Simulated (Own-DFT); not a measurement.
# Which defects push the lattice out? zincblende GaAs

Everything here is calculated. The program is Own-DFT (plane waves, in-house, since retired, never reviewed by a person); positions were held fixed, and spin and spin-orbit coupling were off.

Common settings: PBE; PseudoDojo norm-conserving scalar-relativistic files; cutoff 42 hartree; 3 x 3 x 3 k mesh centred on Gamma; Fermi-Dirac smearing of 0.1 eV.

Limits (not all hold for every row): not probed for a lower state with spin; forces not confirmed at this smearing and k mesh; stress not checked against mesh or cutoff.

All runs share one cell, with vectors in Å (11.737, 0.000, 0.000); (0.000, 11.737, 0.000); (0.000, 0.000, 10.919) and a volume of 1504.3 Å³, strained against the parent crystal. Atoms were moved at random from their sites; u is the rms move along one axis. The defect's site can differ from row to row.

```
cell,formula,u (Å),P (GPa)
no defect,As32Ga32,0.0295,0.77
no defect,As32Ga32,0.0300,0.77
no defect,As32Ga32,0.0539,1.10
one P on an As site,As31Ga32P,0.0274,0.52
one P on an As site,As31Ga32P,0.0292,0.53
one P on an As site,As31Ga32P,0.0508,0.87
one Al on a Ga site,AlAs32Ga31,0.0317,0.76
one Al on a Ga site,AlAs32Ga31,0.0328,0.73
one Al on a Ga site,AlAs32Ga31,0.0516,1.12
one As vacancy and one Ga vacancy,As31Ga31,0.0279,?
one As vacancy and one Ga vacancy,As31Ga31,0.0307,0.44
one As vacancy and one Ga vacancy,As31Ga31,0.0488,0.80
one As vacancy and one Ga vacancy,As31Ga31,0.0517,0.72
one In on a Ga site,As32Ga31In,0.0278,1.32
one In on a Ga site,As32Ga31In,0.0306,1.34
one In on a Ga site,As32Ga31In,0.0497,1.69
```

## Analysis

P = P0 + c u² + a shift for each defect gives P0 = 0.57 GPa, c = 199 ± 14 GPa/Å² and a scatter of 0.04 GPa. The shifts, and each times the cell's volume:

- one In on a Ga site: 0.60 ± 0.04 GPa, 5.7 eV
- one Al on a Ga site: -0.01 ± 0.04 GPa, -0.1 eV (not resolved)
- one P on an As site: -0.21 ± 0.04 GPa, -1.9 eV
- one As vacancy and one Ga vacancy: -0.31 ± 0.04 GPa, -2.9 eV

A positive shift means that the defect pushes the cell outwards. Shift times volume (160.2 GPa Å³ is 1 eV) depends little on the cell's size, so, taken for each site, it can be compared between cells at like pressure. The atoms around the defects weren't relaxed, which would change these numbers.

## The run left out

Q: what pressure belongs in the blank (one As vacancy and one Ga vacancy, u = 0.0279 Å)?

From the fit: 0.41 ± 0.05 GPa. DFT gave 0.40 GPa.
